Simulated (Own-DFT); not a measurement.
Simulation results for Al3GaN4 (wurtzite random alloy, strained, atoms displaced)

Computed with Own-DFT development build. A calculation, not a measurement: plane-wave PBE density functional theory by an unreviewed code, no spin, of a simulated periodic cell, stress positive in tension, free energy of the whole cell less one offset for each atom, forces on such cells passed a denser k mesh, this cell's mesh not checked; offsets are fitted by least squares, one for each functional and potential file, so energies compare only between cells with the same atoms and settings and are not formation energies; the far tail of each file's local potential was reset to the Coulomb form; each entry is a single point on an unrelaxed cell, so the pressure reflects the starting lattice, mostly measured values, from which strain is counted, and rises with the displacements; printed positions are rounded, which can move forces by about a meV/angstrom; the program is a retired in-house code; no spin-orbit coupling.

Settings shared by all entries: functional PBE; potential files PseudoDojo norm-conserving, scalar-relativistic, standard set; wave cutoff 42 hartree; occupations Fermi-Dirac; smearing width 0.1 eV; k mesh 4 x 4 x 3 centred on Gamma.

```yaml
- entry: 1
  formula: Al3GaN4
  kind: "wurtzite random alloy, strained, atoms displaced"
  structure:
    cell_angstrom: [[9.6286, 0.0, 0.0], [-4.8143, 8.3386, 0.0], [0.0, 0.0, 10.0655]]
    atoms_fractional:
      - [Al, 0.11048, 0.22295, 0.99757]
      - [Al, 0.2171, 0.10624, 0.25142]
      - ["N", 0.10852, 0.22044, 0.19717]
      - ["N", 0.22741, 0.11647, 0.44007]
      - [Ga, 0.11121, 0.2165, 0.50239]
      - [Al, 0.22611, 0.10726, 0.75357]
      - ["N", 0.1088, 0.22375, 0.68772]
      - ["N", 0.22003, 0.10793, 0.94609]
      - [Ga, 0.10981, 0.54955, 0.99121]
      - [Ga, 0.20918, 0.43122, 0.2475]
      - ["N", 0.10803, 0.5522, 0.1927]
      - ["N", 0.22702, 0.44674, 0.44149]
      - [Ga, 0.11369, 0.55964, 0.49808]
      - [Al, 0.22486, 0.45005, 0.74873]
      - ["N", 0.11179, 0.55533, 0.69505]
      - ["N", 0.23233, 0.45009, 0.94076]
      - [Al, 0.10768, 0.88877, 0.00012]
      - [Al, 0.21456, 0.77142, 0.24718]
      - ["N", 0.12319, 0.89601, 0.1897]
      - ["N", 0.23004, 0.77915, 0.44509]
      - [Al, 0.11294, 0.88673, 0.50858]
      - [Al, 0.21474, 0.76606, 0.74879]
      - ["N", 0.11309, 0.88622, 0.69448]
      - ["N", 0.22791, 0.77674, 0.94182]
      - [Ga, 0.4439, 0.22603, 0.00953]
      - [Al, 0.55138, 0.10631, 0.25277]
      - ["N", 0.43974, 0.22879, 0.19242]
      - ["N", 0.55576, 0.1147, 0.43527]
      - [Al, 0.44254, 0.2236, 0.49831]
      - [Al, 0.55763, 0.11191, 0.74964]
      - ["N", 0.44375, 0.21856, 0.69076]
      - ["N", 0.55605, 0.11477, 0.94371]
      - [Al, 0.43916, 0.54504, 0.00286]
      - [Al, 0.55121, 0.43757, 0.24791]
      - ["N", 0.43401, 0.54745, 0.18632]
      - ["N", 0.55904, 0.44114, 0.44491]
      - [Al, 0.44405, 0.5503, 0.49849]
      - [Al, 0.56096, 0.45321, 0.74988]
      - ["N", 0.44865, 0.55124, 0.69068]
      - ["N", 0.57195, 0.4559, 0.93411]
      - [Al, 0.45033, 0.89774, 0.00527]
      - [Al, 0.54293, 0.77324, 0.25258]
      - ["N", 0.44392, 0.89197, 0.18484]
      - ["N", 0.55355, 0.77583, 0.43918]
      - [Al, 0.43485, 0.88672, 0.49556]
      - [Al, 0.55179, 0.7852, 0.75049]
      - ["N", 0.44508, 0.8978, 0.68566]
      - ["N", 0.54247, 0.77815, 0.93894]
      - [Al, 0.78245, 0.22834, 0.99779]
      - [Ga, 0.89214, 0.11232, 0.24825]
      - ["N", 0.77143, 0.21957, 0.18919]
      - ["N", 0.88656, 0.1098, 0.44865]
      - [Al, 0.78181, 0.21951, 0.49841]
      - [Ga, 0.88777, 0.11484, 0.74762]
      - ["N", 0.76314, 0.2159, 0.68326]
      - ["N", 0.88094, 0.10658, 0.94154]
      - [Al, 0.77927, 0.54859, 0.00203]
      - [Al, 0.88616, 0.44223, 0.25014]
      - ["N", 0.78096, 0.55905, 0.19085]
      - ["N", 0.88507, 0.45227, 0.44413]
      - [Ga, 0.77269, 0.55445, 0.50278]
      - [Al, 0.89407, 0.44498, 0.7538]
      - ["N", 0.76989, 0.54643, 0.69201]
      - ["N", 0.8877, 0.44816, 0.93559]
      - [Ga, 0.77204, 0.88697, 0.00659]
      - [Al, 0.88813, 0.77614, 0.25265]
      - ["N", 0.77554, 0.88418, 0.19623]
      - ["N", 0.88969, 0.7785, 0.44706]
      - [Al, 0.78017, 0.88978, 0.5014]
      - [Al, 0.88883, 0.76802, 0.74804]
      - ["N", 0.78391, 0.89231, 0.67701]
      - ["N", 0.89382, 0.7765, 0.94469]
  results:
    "free_energy_of_cell_above_offsets [eV]": "-18.547"
    "pressure [GPa]": -3.53
    "stress_xx [GPa]": 6.45
    "stress_yy [GPa]": 7.03
    "stress_zz [GPa]": -2.91
    "stress_yz [GPa]": -0.53
    "stress_xz [GPa]": 0.0
    "stress_xy [GPa]": -0.5
    force_element: [Al, Al, "N", "N", Ga, Al, "N", "N", Ga, Ga, "N", "N", Ga, Al, "N", "N", Al, Al, "N", "N", Al, Al, "N", "N", Ga, Al, "N", "N", Al, Al, "N", "N", Al, Al, "N", "N", Al, Al, "N", "N", Al, Al, "N", "N", Al, Al, "N", "N", Al, Ga, "N", "N", Al, Ga, "N", "N", Al, Al, "N", "N", Ga, Al, "N", "N", Ga, Al, "N", "N", Al, Al, "N", "N"]
    "force_x [eV/angstrom]": [0.03, 0.376, 1.038, 0.429, -0.449, -0.318, 1.209, -0.846, 0.149, 0.586, -1.007, -0.081, -0.065, 1.116, -0.121, -0.613, 1.155, 0.823, -1.254, -2.315, -0.242, 0.8, -0.224, -0.952, 0.483, -0.119, 0.584, 0.022, 0.944, -1.388, -0.413, 0.78, 1.012, -0.074, 1.199, -1.942, 0.187, -0.144, -1.459, -1.551, -0.612, 0.846, -0.222, -0.204, 2.572, 0.86, -0.048, 1.139, -0.808, -1.342, 0.001, 0.036, -1.54, -0.1, 1.415, 0.681, -0.578, -0.213, -0.18, 1.807, 0.317, -1.403, 1.54, 0.478, 0.063, 0.269, -0.327, 0.57, -0.654, -0.961, -0.347, -0.398]
    "force_y [eV/angstrom]": [-0.414, 0.773, -1.554, -1.638, 0.818, 0.574, 0.544, 0.358, 1.332, 2.112, 0.093, -0.28, -1.05, -0.823, -0.709, -2.157, -0.331, 0.629, -1.179, 0.226, 0.372, 2.356, -0.357, 0.71, 0.07, 0.593, -1.327, -0.521, -0.218, -0.1, 0.535, 0.057, 1.867, 1.696, 0.643, -0.25, 0.706, -1.819, 1.067, -0.627, -0.679, -0.107, -0.584, -0.08, 1.399, -0.347, -1.415, -0.465, -0.954, -0.767, 0.843, -0.149, 0.611, -0.845, 1.667, 1.705, 1.703, 0.132, -0.825, -1.721, 0.436, -0.807, 1.131, -1.228, -0.855, 0.225, -0.494, 0.923, -0.37, 0.946, -1.242, -0.562]
    "force_z [eV/angstrom]": [0.087, 0.036, -2.129, -0.044, -0.692, -0.246, 2.293, -0.608, 1.246, 0.866, -0.112, 0.339, -0.038, -0.337, 0.226, -0.725, -0.148, 0.007, 0.494, -1.436, -1.159, 0.822, 0.187, -0.331, -2.308, -0.908, 1.723, 0.84, 0.658, 0.216, 0.148, -0.343, -0.957, 0.791, 0.921, -1.421, 0.125, -0.265, -0.106, 1.438, -1.752, -0.577, 2.155, 0.376, 0.726, -0.828, 0.435, 0.291, 0.21, 0.86, -0.053, -1.07, -0.338, -0.464, 1.054, 0.539, -0.098, 0.401, 0.19, -1.018, -0.067, -1.96, 1.11, 0.74, -1.081, 0.064, 0.687, -0.929, -1.834, 0.305, 3.489, -0.715]
- entry: 2
  formula: Al3GaN4
  kind: "wurtzite random alloy, strained, atoms displaced"
  structure:
    cell_angstrom: [[9.6286, 0.0, 0.0], [-4.8143, 8.3386, 0.0], [0.0, 0.0, 10.0655]]
    atoms_fractional:
      - [Al, 0.11931, 0.2295, 0.99916]
      - [Al, 0.21527, 0.11627, 0.24453]
      - ["N", 0.11081, 0.22331, 0.19249]
      - ["N", 0.22422, 0.10421, 0.43743]
      - [Al, 0.11139, 0.22706, 0.49857]
      - [Al, 0.23512, 0.12178, 0.75644]
      - ["N", 0.11816, 0.22335, 0.6907]
      - ["N", 0.22886, 0.10743, 0.93258]
      - [Al, 0.10048, 0.53876, 0.99893]
      - [Al, 0.22116, 0.44212, 0.25309]
      - ["N", 0.09942, 0.55042, 0.18756]
      - ["N", 0.22133, 0.44148, 0.44191]
      - [Al, 0.11709, 0.55122, 0.49362]
      - [Ga, 0.21746, 0.43402, 0.75767]
      - ["N", 0.1156, 0.55819, 0.68894]
      - ["N", 0.22206, 0.44163, 0.94447]
      - [Ga, 0.11822, 0.89415, 0.0012]
      - [Ga, 0.22953, 0.78534, 0.2588]
      - ["N", 0.10437, 0.88668, 0.19081]
      - ["N", 0.22547, 0.78048, 0.45193]
      - [Al, 0.10257, 0.89004, 0.5023]
      - [Ga, 0.21777, 0.77822, 0.74726]
      - ["N", 0.12391, 0.8851, 0.69345]
      - ["N", 0.2192, 0.77713, 0.94078]
      - [Al, 0.44808, 0.22118, 0.00224]
      - [Al, 0.55065, 0.11202, 0.25654]
      - ["N", 0.43947, 0.21645, 0.19231]
      - ["N", 0.55023, 0.11631, 0.44262]
      - [Al, 0.44755, 0.23029, 0.49646]
      - [Al, 0.55466, 0.11184, 0.75049]
      - ["N", 0.44198, 0.22417, 0.68824]
      - ["N", 0.55217, 0.1135, 0.94257]
      - [Ga, 0.44696, 0.55746, 0.00227]
      - [Al, 0.55469, 0.43775, 0.2464]
      - ["N", 0.43625, 0.55122, 0.18986]
      - ["N", 0.556, 0.44487, 0.44214]
      - [Al, 0.44663, 0.55967, 0.50028]
      - [Ga, 0.55387, 0.43913, 0.74153]
      - ["N", 0.4561, 0.55554, 0.69556]
      - ["N", 0.54962, 0.44067, 0.94012]
      - [Al, 0.45857, 0.89279, 0.00514]
      - [Al, 0.55529, 0.78692, 0.25466]
      - ["N", 0.45112, 0.89639, 0.18553]
      - ["N", 0.55011, 0.77541, 0.44626]
      - [Ga, 0.44365, 0.88707, 0.50188]
      - [Al, 0.54079, 0.76373, 0.74509]
      - ["N", 0.45369, 0.89173, 0.68885]
      - ["N", 0.55154, 0.7713, 0.94164]
      - [Al, 0.78289, 0.23095, 0.00363]
      - [Al, 0.88861, 0.11095, 0.24756]
      - ["N", 0.78099, 0.2273, 0.19245]
      - ["N", 0.88827, 0.11093, 0.44203]
      - [Al, 0.77146, 0.22107, 0.49785]
      - [Ga, 0.89012, 0.13125, 0.74784]
      - ["N", 0.79241, 0.22359, 0.69143]
      - ["N", 0.8859, 0.10042, 0.93966]
      - [Al, 0.77361, 0.55476, 0.00182]
      - [Ga, 0.8907, 0.44481, 0.25053]
      - ["N", 0.77176, 0.54852, 0.19543]
      - ["N", 0.88637, 0.43863, 0.44807]
      - [Al, 0.78594, 0.55535, 0.49032]
      - [Al, 0.8945, 0.45355, 0.74225]
      - ["N", 0.78388, 0.56531, 0.6901]
      - ["N", 0.88511, 0.44606, 0.94603]
      - [Al, 0.76897, 0.88653, 0.00094]
      - [Al, 0.88326, 0.78261, 0.2561]
      - ["N", 0.78158, 0.89073, 0.1937]
      - ["N", 0.88433, 0.77712, 0.44253]
      - [Al, 0.78622, 0.89655, 0.49569]
      - [Al, 0.8793, 0.77076, 0.75119]
      - ["N", 0.77519, 0.88435, 0.68966]
      - ["N", 0.88827, 0.78099, 0.93401]
  results:
    "free_energy_of_cell_above_offsets [eV]": "-16.762"
    "pressure [GPa]": -2.92
    "stress_xx [GPa]": 5.65
    "stress_yy [GPa]": 4.91
    "stress_zz [GPa]": -1.81
    "stress_yz [GPa]": 0.66
    "stress_xz [GPa]": -0.52
    "stress_xy [GPa]": 2.02
    force_element: [Al, Al, "N", "N", Al, Al, "N", "N", Al, Al, "N", "N", Al, Ga, "N", "N", Ga, Ga, "N", "N", Al, Ga, "N", "N", Al, Al, "N", "N", Al, Al, "N", "N", Ga, Al, "N", "N", Al, Ga, "N", "N", Al, Al, "N", "N", Ga, Al, "N", "N", Al, Al, "N", "N", Al, Ga, "N", "N", Al, Ga, "N", "N", Al, Al, "N", "N", Al, Al, "N", "N", Al, Al, "N", "N"]
    "force_x [eV/angstrom]": [-0.227, 1.512, -0.564, -1.245, 0.816, -0.9, 0.207, -0.698, -0.104, -0.503, 2.698, 0.537, -1.172, 0.258, -0.075, -0.846, -0.646, -0.974, -0.329, -1.369, 1.451, 2.6, -4.524, 1.899, -0.687, 0.52, -0.178, 1.111, -0.817, 0.413, 1.42, 1.522, -0.025, -0.935, 0.69, 0.072, 0.499, 1.224, -2.485, 1.26, -2.062, 0.59, 0.441, 1.368, -0.108, 1.629, -0.236, -0.142, -0.215, -0.195, -0.305, -0.153, 0.742, 5.035, -6.57, -0.368, 0.047, -0.814, -0.779, 0.714, -1.474, -0.078, 0.872, 0.206, 1.578, 1.383, -1.408, 0.567, -1.046, 0.469, -0.333, -0.764]
    "force_y [eV/angstrom]": [-2.118, -1.403, 0.305, 1.188, -1.247, -1.961, -0.768, 2.174, 2.648, 0.441, 0.635, 0.426, 0.68, 1.704, -1.331, -0.2, -1.407, -0.609, 0.769, -1.266, 0.13, -0.699, 2.461, -0.984, 0.122, 0.334, 0.395, 0.218, -1.102, -0.249, -1.106, -0.092, -0.566, 0.44, 0.64, 0.549, -0.755, 0.903, -0.214, -0.334, -0.55, -1.216, 0.117, 0.229, 0.937, 2.356, 0.307, 1.546, -1.266, 0.432, -1.909, 0.692, -0.385, -4.791, 3.186, 2.09, 0.759, -0.066, 1.357, 0.607, 0.227, -0.244, -1.869, -0.403, -0.302, -0.978, -0.004, 0.052, -1.044, 2.129, 0.171, -0.917]
    "force_z [eV/angstrom]": [-0.101, 0.997, -0.519, 0.096, 0.314, -2.254, -0.617, 2.546, -0.001, -0.804, 0.566, -0.314, 1.318, -1.439, -0.526, 0.735, -0.752, -1.205, 1.382, -0.994, 0.637, 1.297, -1.551, 0.991, -0.351, -1.055, -0.097, -0.045, 0.277, -0.037, -0.572, -0.195, -0.348, 0.521, 1.972, -0.529, 0.336, 1.221, -1.653, 0.723, -2.104, -0.315, 1.943, -1.432, 0.328, 0.663, 1.453, -0.387, -0.63, 0.176, 0.122, -0.688, 0.369, 1.654, -2.108, 1.533, -0.43, 0.435, -0.348, -0.146, 1.329, 0.683, -1.154, -1.25, -0.971, -1.161, -0.022, -0.319, 1.844, -0.386, -0.534, 1.88]
- entry: 3
  formula: Al3GaN4
  kind: "wurtzite random alloy, strained, atoms displaced"
  structure:
    cell_angstrom: [[9.6286, 0.0, 0.0], [-4.8143, 8.3386, 0.0], [0.0, 0.0, 10.0655]]
    atoms_fractional:
      - [Ga, 0.10193, 0.21861, 0.00845]
      - [Al, 0.21786, 0.11732, 0.25142]
      - ["N", 0.10522, 0.22161, 0.19986]
      - ["N", 0.21938, 0.11275, 0.44251]
      - [Al, 0.10258, 0.21934, 0.49967]
      - [Ga, 0.22378, 0.11061, 0.74935]
      - ["N", 0.10481, 0.22008, 0.70467]
      - ["N", 0.22003, 0.10237, 0.94227]
      - [Ga, 0.11511, 0.55738, 0.0034]
      - [Al, 0.21689, 0.4432, 0.25389]
      - ["N", 0.11399, 0.55899, 0.18574]
      - ["N", 0.21825, 0.44218, 0.44504]
      - [Al, 0.10747, 0.54694, 0.49625]
      - [Al, 0.21753, 0.45051, 0.74886]
      - ["N", 0.10397, 0.55936, 0.6907]
      - ["N", 0.21688, 0.44382, 0.94468]
      - [Al, 0.10096, 0.88559, 0.00055]
      - [Al, 0.23414, 0.78215, 0.25134]
      - ["N", 0.11442, 0.88475, 0.19663]
      - ["N", 0.21858, 0.78442, 0.44819]
      - [Ga, 0.10702, 0.8856, 0.50275]
      - [Ga, 0.22748, 0.77848, 0.74668]
      - ["N", 0.11666, 0.9048, 0.68663]
      - ["N", 0.22389, 0.77706, 0.93178]
      - [Al, 0.44668, 0.22043, 0.00174]
      - [Al, 0.55698, 0.11143, 0.2485]
      - ["N", 0.45048, 0.23035, 0.18307]
      - ["N", 0.55295, 0.10592, 0.44056]
      - [Al, 0.43569, 0.218, 0.50464]
      - [Al, 0.54362, 0.10708, 0.74863]
      - ["N", 0.45061, 0.22799, 0.68901]
      - ["N", 0.54792, 0.10114, 0.93432]
      - [Al, 0.44361, 0.55684, 0.99012]
      - [Al, 0.55217, 0.45044, 0.25892]
      - ["N", 0.44681, 0.55579, 0.1909]
      - ["N", 0.55437, 0.44468, 0.44008]
      - [Ga, 0.45005, 0.54888, 0.50317]
      - [Al, 0.5572, 0.44755, 0.74568]
      - ["N", 0.44038, 0.55796, 0.68319]
      - ["N", 0.55616, 0.44175, 0.94174]
      - [Al, 0.44859, 0.8919, 0.99884]
      - [Ga, 0.55573, 0.77463, 0.24974]
      - ["N", 0.44546, 0.88046, 0.19003]
      - ["N", 0.55747, 0.78465, 0.43744]
      - [Al, 0.4408, 0.8966, 0.49553]
      - [Al, 0.55425, 0.77334, 0.75802]
      - ["N", 0.45189, 0.88901, 0.69148]
      - ["N", 0.56094, 0.77917, 0.9536]
      - [Al, 0.77126, 0.22564, 0.99658]
      - [Al, 0.88215, 0.10754, 0.25163]
      - ["N", 0.77069, 0.20848, 0.18809]
      - ["N", 0.89338, 0.10919, 0.4417]
      - [Al, 0.77146, 0.21767, 0.50012]
      - [Al, 0.88799, 0.11201, 0.75338]
      - ["N", 0.78704, 0.23045, 0.69005]
      - ["N", 0.88965, 0.11894, 0.95163]
      - [Ga, 0.77104, 0.55135, 0.0008]
      - [Al, 0.88665, 0.44752, 0.24809]
      - ["N", 0.78099, 0.56291, 0.18799]
      - ["N", 0.89232, 0.44126, 0.43866]
      - [Al, 0.78366, 0.55808, 0.49867]
      - [Al, 0.88944, 0.45317, 0.75016]
      - ["N", 0.76903, 0.54786, 0.68506]
      - ["N", 0.88912, 0.44727, 0.94281]
      - [Al, 0.77084, 0.87909, 0.99866]
      - [Al, 0.88458, 0.77467, 0.23945]
      - ["N", 0.77602, 0.88985, 0.19699]
      - ["N", 0.8936, 0.77476, 0.44597]
      - [Ga, 0.77558, 0.8948, 0.50338]
      - [Al, 0.88438, 0.77921, 0.75802]
      - ["N", 0.78201, 0.88496, 0.70182]
      - ["N", 0.88661, 0.77463, 0.94415]
  results:
    "free_energy_of_cell_above_offsets [eV]": "-17.515"
    "pressure [GPa]": -3.27
    "stress_xx [GPa]": 5.95
    "stress_yy [GPa]": 6.23
    "stress_zz [GPa]": -2.36
    "stress_yz [GPa]": -0.32
    "stress_xz [GPa]": -0.31
    "stress_xy [GPa]": -0.3
    force_element: [Ga, Al, "N", "N", Al, Ga, "N", "N", Ga, Al, "N", "N", Al, Al, "N", "N", Al, Al, "N", "N", Ga, Ga, "N", "N", Al, Al, "N", "N", Al, Al, "N", "N", Al, Al, "N", "N", Ga, Al, "N", "N", Al, Ga, "N", "N", Al, Al, "N", "N", Al, Al, "N", "N", Al, Al, "N", "N", Ga, Al, "N", "N", Al, Al, "N", "N", Al, Al, "N", "N", Ga, Al, "N", "N"]
    "force_x [eV/angstrom]": [1.401, 1.257, -0.006, 0.05, 1.204, -0.604, -0.032, 0.118, -0.743, 0.644, -0.23, 0.003, -0.352, -0.048, 0.826, 1.799, 2.02, -1.515, -0.747, 2.484, -0.466, -0.899, -0.35, -0.16, -0.862, -0.603, -0.129, -0.586, 0.492, 1.688, -0.101, 0.149, 0.018, 0.709, -0.81, 1.837, -1.855, -0.311, 0.3, -1.592, -0.782, 0.189, -1.298, -0.868, 0.972, 0.107, 0.237, -1.208, 0.798, 0.422, -0.592, -1.636, 0.754, -0.179, -0.953, -1.454, 0.666, 0.524, -0.313, -0.964, -0.16, 0.068, 0.485, -0.299, 0.836, 0.758, 1.438, -1.852, 0.957, 1.616, -1.785, -0.48]
    "force_y [eV/angstrom]": [0.416, -0.963, 0.248, 1.034, 0.31, 1.404, 1.222, 0.645, 0.496, 0.473, -0.296, -0.353, 1.511, -1.079, -0.976, 0.379, 0.212, -0.502, 0.706, -1.71, 0.935, 0.62, -3.018, 0.89, -0.361, -0.352, -0.536, 1.447, 0.267, 0.448, 0.013, 1.442, -1.046, -0.492, -1.285, -1.132, 1.677, -0.478, -0.176, -0.291, -0.98, -0.17, 1.824, -0.463, -1.83, 0.826, 0.431, -0.821, -0.535, -0.167, 1.805, 1.01, 0.475, 0.177, -0.874, -2.002, 0.02, -0.321, -1.444, -0.261, -0.216, -1.0, 1.361, -0.841, 2.197, 1.213, 0.038, -0.698, -1.437, -0.383, 0.633, 0.685]
    "force_z [eV/angstrom]": [-0.88, -0.125, 0.519, -0.272, 1.089, 0.751, -1.94, 1.098, -1.478, -0.54, 3.181, -0.47, 0.757, 0.237, -0.763, -1.277, 0.399, 0.258, -0.952, -1.457, -0.801, -0.785, 1.732, 2.383, -1.067, -0.197, 2.169, -0.175, -1.224, -0.427, 0.197, 0.884, 1.919, -2.227, -0.467, 0.593, -1.829, 0.519, 3.845, -1.403, 0.221, -0.074, -0.443, 1.555, 0.833, -0.963, -0.488, -2.035, 0.045, -0.216, 0.35, -0.228, 0.158, 0.707, 0.286, -1.428, -0.268, -0.374, 1.787, -0.258, -0.317, 0.049, 1.031, -0.599, 1.219, 1.975, -1.44, -1.5, 0.029, -1.456, 0.235, -0.17]
- entry: 4
  formula: Al3GaN4
  kind: "wurtzite random alloy, strained, atoms displaced"
  structure:
    cell_angstrom: [[9.6286, 0.0, 0.0], [-4.8143, 8.3386, 0.0], [0.0, 0.0, 10.0655]]
    atoms_fractional:
      - [Ga, 0.11324, 0.2124, 0.01203]
      - [Al, 0.2149, 0.11568, 0.2616]
      - ["N", 0.11335, 0.22498, 0.19434]
      - ["N", 0.21706, 0.10376, 0.44528]
      - [Ga, 0.10571, 0.21427, 0.50351]
      - [Al, 0.2245, 0.11143, 0.75093]
      - ["N", 0.10384, 0.21737, 0.68549]
      - ["N", 0.22676, 0.12389, 0.94587]
      - [Al, 0.11847, 0.56382, 0.00505]
      - [Al, 0.21855, 0.44852, 0.25019]
      - ["N", 0.11116, 0.55741, 0.19098]
      - ["N", 0.22617, 0.44846, 0.43463]
      - [Al, 0.11253, 0.55748, 0.4919]
      - [Al, 0.22046, 0.44209, 0.75121]
      - ["N", 0.10274, 0.54437, 0.68142]
      - ["N", 0.22216, 0.44161, 0.93205]
      - [Al, 0.11699, 0.89353, 0.00165]
      - [Ga, 0.21658, 0.77135, 0.24121]
      - ["N", 0.11598, 0.87791, 0.18447]
      - ["N", 0.22426, 0.77312, 0.4443]
      - [Al, 0.10584, 0.88564, 0.50391]
      - [Al, 0.21501, 0.76988, 0.7517]
      - ["N", 0.1158, 0.89533, 0.69712]
      - ["N", 0.2258, 0.78862, 0.95106]
      - [Al, 0.44352, 0.21746, 0.99344]
      - [Al, 0.55163, 0.11056, 0.25238]
      - ["N", 0.44612, 0.2274, 0.19268]
      - ["N", 0.55447, 0.10382, 0.44211]
      - [Ga, 0.44981, 0.22727, 0.49998]
      - [Al, 0.55005, 0.10883, 0.75072]
      - ["N", 0.44135, 0.21783, 0.68633]
      - ["N", 0.55196, 0.10676, 0.9353]
      - [Ga, 0.44311, 0.5528, 0.00085]
      - [Al, 0.55231, 0.44848, 0.254]
      - ["N", 0.4517, 0.56025, 0.18914]
      - ["N", 0.55499, 0.4479, 0.44698]
      - [Al, 0.449, 0.54954, 0.49731]
      - [Ga, 0.55695, 0.46116, 0.75685]
      - ["N", 0.44318, 0.55102, 0.69295]
      - ["N", 0.55509, 0.43546, 0.94124]
      - [Ga, 0.44887, 0.88906, 0.00515]
      - [Al, 0.54819, 0.77273, 0.25167]
      - ["N", 0.4472, 0.88792, 0.19414]
      - ["N", 0.55632, 0.7806, 0.44269]
      - [Al, 0.44072, 0.88118, 0.49993]
      - [Al, 0.56324, 0.78121, 0.75297]
      - ["N", 0.44666, 0.88217, 0.69288]
      - ["N", 0.56522, 0.78981, 0.93488]
      - [Al, 0.77707, 0.2319, 0.00581]
      - [Al, 0.88272, 0.11293, 0.24957]
      - ["N", 0.77291, 0.22663, 0.19214]
      - ["N", 0.88191, 0.11302, 0.44206]
      - [Ga, 0.76578, 0.21765, 0.50243]
      - [Al, 0.89099, 0.11233, 0.75367]
      - ["N", 0.78108, 0.22336, 0.69109]
      - ["N", 0.89202, 0.10586, 0.94379]
      - [Al, 0.77678, 0.55152, 0.00295]
      - [Al, 0.8889, 0.44515, 0.24288]
      - ["N", 0.76915, 0.545, 0.19407]
      - ["N", 0.89202, 0.43896, 0.43897]
      - [Al, 0.77269, 0.55188, 0.5029]
      - [Al, 0.87768, 0.43227, 0.75124]
      - ["N", 0.77536, 0.55309, 0.6885]
      - ["N", 0.89446, 0.45312, 0.93599]
      - [Ga, 0.77062, 0.87973, 0.99986]
      - [Al, 0.88999, 0.78004, 0.24604]
      - ["N", 0.77528, 0.87733, 0.19572]
      - ["N", 0.88307, 0.77746, 0.44811]
      - [Al, 0.78383, 0.8904, 0.49603]
      - [Al, 0.89163, 0.77495, 0.74301]
      - ["N", 0.775, 0.8886, 0.70088]
      - ["N", 0.8843, 0.76327, 0.94169]
  results:
    "free_energy_of_cell_above_offsets [eV]": "-17.591"
    "pressure [GPa]": -3.18
    "stress_xx [GPa]": 5.5
    "stress_yy [GPa]": 7.23
    "stress_zz [GPa]": -3.18
    "stress_yz [GPa]": -0.08
    "stress_xz [GPa]": -0.43
    "stress_xy [GPa]": 0.88
    force_element: [Ga, Al, "N", "N", Ga, Al, "N", "N", Al, Al, "N", "N", Al, Al, "N", "N", Al, Ga, "N", "N", Al, Al, "N", "N", Al, Al, "N", "N", Ga, Al, "N", "N", Ga, Al, "N", "N", Al, Ga, "N", "N", Ga, Al, "N", "N", Al, Al, "N", "N", Al, Al, "N", "N", Ga, Al, "N", "N", Al, Al, "N", "N", Al, Al, "N", "N", Ga, Al, "N", "N", Al, Al, "N", "N"]
    "force_x [eV/angstrom]": [-1.995, 1.872, -0.944, 0.154, -0.628, -0.58, 0.938, 1.984, -0.177, 1.11, 0.133, 0.379, 0.115, -0.382, 0.001, -0.889, -1.147, 1.442, -3.403, -1.221, 0.958, 0.913, -0.03, 0.249, 0.091, -0.305, -0.513, -1.377, -0.203, 0.704, 0.035, 0.262, 0.196, 0.821, -1.342, 0.966, -2.231, 1.569, -1.831, 0.344, -0.086, 0.953, 0.313, 0.676, 0.207, -1.119, -1.063, -1.223, 0.734, 0.278, 0.636, 0.903, 1.415, -0.303, -0.844, -1.224, -0.211, -0.533, 0.351, -1.237, 1.123, 0.706, 0.801, 0.212, 1.819, 0.796, -0.99, 1.451, -1.969, -0.702, 1.468, 0.626]
    "force_y [eV/angstrom]": [1.392, -0.555, -0.04, -0.353, 1.14, 0.726, 0.343, -2.531, -0.635, -0.348, -2.01, 0.004, -1.085, -0.121, 0.885, 0.747, -0.179, 1.122, 2.221, 0.773, -0.238, 0.179, -1.172, -1.688, 0.44, 0.205, -0.707, -0.608, -1.176, -0.471, 0.027, 1.513, 0.219, -0.832, -0.537, 0.052, 1.451, -2.002, 1.417, 0.589, 0.298, 0.705, 0.435, -0.895, 0.313, -0.508, 0.312, -2.139, -1.005, -0.468, -0.662, -1.235, 0.814, -0.426, -1.12, 1.094, -0.029, -0.122, 1.301, 1.339, 0.071, 1.559, 0.315, -0.863, 0.839, -1.21, 1.499, -0.399, 0.353, 0.205, 0.228, 1.24]
    "force_z [eV/angstrom]": [-1.848, -1.417, 2.051, -0.441, -1.402, -0.134, 2.713, -1.436, -1.789, -0.071, -0.62, 0.561, 0.874, -1.701, 1.495, 2.112, -0.905, 2.046, 1.113, -0.243, -0.077, -0.276, -0.43, -1.524, 1.294, -0.098, 0.2, -0.768, -0.258, -1.052, 1.916, 1.096, -1.01, -0.463, 1.214, -1.478, 0.954, -0.844, -0.957, 1.292, -0.923, 0.548, 0.672, -0.22, 0.676, -1.293, -0.022, 0.695, -1.507, 0.192, -0.202, -1.02, -0.15, -0.084, 1.534, 0.276, -0.224, 1.61, -0.094, -0.716, -0.712, -0.978, 0.256, 1.577, 0.163, 0.472, 0.385, -0.937, 1.067, 1.229, -1.614, -0.35]
```
